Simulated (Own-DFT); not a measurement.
# Point defects and the pressure they add: wurtzite GaN

No measurement is shown. These are fixed-geometry runs of a retired plane-wave code named Own-DFT, which no person has reviewed; spin and spin-orbit coupling are neglected.

All runs used: PBE; PseudoDojo norm-conserving scalar-relativistic files; cutoff 42 hartree; 4 x 4 x 3 k mesh centred on Gamma; Fermi-Dirac smearing of 0.1 eV.

Limits (not all hold for every row): not probed for a lower state with spin; forces not confirmed at this smearing and k mesh; stress not checked against mesh or cutoff.

All runs share one cell, with vectors in Å (9.567, 0.000, 0.000); (-4.784, 8.285, 0.000); (0.000, 0.000, 10.370) and a volume of 822.0 Å³. The atoms are randomly displaced, by u rms on each axis. The defect's site can differ from row to row.

```
               cell  formula   u (Å)  P (GPa)
          no defect  Ga36N36  0.0192     5.92
          no defect  Ga36N36  0.0202     5.92
          no defect  Ga36N36  0.0472     7.21
one Ga on an N site  Ga37N35  0.0290    12.11
one Ga on an N site  Ga37N35  0.0306    12.39
one Ga on an N site  Ga37N35  0.0510        ?
one Ga on an N site  Ga37N35  0.0542    13.90
 one N on a Ga site  Ga35N37  0.0329     5.69
 one N on a Ga site  Ga35N37  0.0474     6.75
 one N on a Ga site  Ga35N37  0.0481     6.43
```

## Analysis

P = P0 + c u² + a shift for each defect gives P0 = 5.59 GPa, c = 759 ± 58 GPa/Å² and a scatter of 0.14 GPa. The shifts, and each times the cell's volume:

- one Ga on an N site: 6.02 ± 0.12 GPa, 30.9 eV
- one N on a Ga site: -0.73 ± 0.13 GPa, -3.7 eV

Against the defect-free cell, a freed cell would be larger where the shift is positive and smaller where it is negative (160.2 GPa Å³ is 1 eV). The atoms around the defects weren't relaxed, which would change these numbers.

## The run left out

Question: what pressure belongs in the blank (one Ga on an N site, u = 0.0510 Å)?

From the fit: 13.58 ± 0.18 GPa. The calculation gave 13.84 GPa.
